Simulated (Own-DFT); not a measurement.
# Which arrangement is lower? Ge32Si32, 64 atoms

All numbers below are calculated, not measured. The program, named Own-DFT, is a retired in-house plane-wave density functional code that no person has reviewed. Each row is one single-point run on a periodic cell that was not relaxed, without spin or spin-orbit coupling.

Settings of every run: PBEsol; PseudoDojo norm-conserving scalar-relativistic files, made for PBE; cutoff 42 hartree; 3 x 3 x 3 k mesh centred on Gamma; Fermi-Dirac smearing of 0.1 eV.

Known limits, some of them of some rows only: not probed for a lower state with spin; forces on such cells passed a denser k mesh, each cell not checked; stress not checked against mesh or cutoff.

All cells hold the same atoms in the same cell, with vectors in Å (11.089, 0.000, 0.000); (0.000, 11.089, 0.000); (0.000, 0.000, 11.089). Every atom was moved at random from its ideal site; u is the rms move along one axis. The random placing of the alloy's atoms differs from row to row. E is the free energy of the cell above the lowest run. The arrangements:

- A: diamond-structure SiGe in clusters
- B: diamond-structure SiGe in ordered layers
- C: diamond-structure SiGe with randomly placed atoms

| arrangement | u (Å) | E (eV) | P (GPa) |
|---|---|---|---|
| A | 0.0306 | 0.342 | 0.68 |
| A | 0.0317 | 0.624 | 0.75 |
| A | 0.0322 | 0.469 | 0.72 |
| A | 0.0582 | 3.424 | 1.35 |
| A | 0.0595 | 3.081 | 1.23 |
| A | 0.0610 | 4.162 | 1.45 |
| B | 0.0278 | 0.239 | 0.65 |
| B | 0.0287 | 0.016 | 0.59 |
| B | 0.0289 | 0.204 | 0.64 |
| B | 0.0557 | 2.941 | 1.14 |
| B | 0.0612 | 3.011 | 1.15 |
| B | 0.0613 | 3.722 | 1.27 |
| C | 0.0293 | 0.157 | 0.52 |
| C | 0.0293 | 0.000 | 0.49 |
| C | 0.0317 | 0.181 | 0.48 |
| C | 0.0584 | 2.902 | 1.09 |
| C | 0.0614 | 3.473 | 1.09 |
| C | 0.0618 | 4.006 | 1.26 |

Question: once the cost of the random moves is taken out, how do the arrangements rank?

## Worked answer

Fit E = a + b u², with one b for all and one a for each arrangement, and with residuals divided by u², since the noise grows with the moves. Then b = 1175 eV/Å², the scatter at u = 0.04 Å is 0.18 eV, and against A:

- B: -0.11 ± 0.08 eV (not told apart from A)
- C: -0.26 ± 0.09 eV (lower)

These are energies of unrelaxed cells. Relaxing the atoms lowers the strained arrangements most, so the gaps would shrink and small ones could change sign.
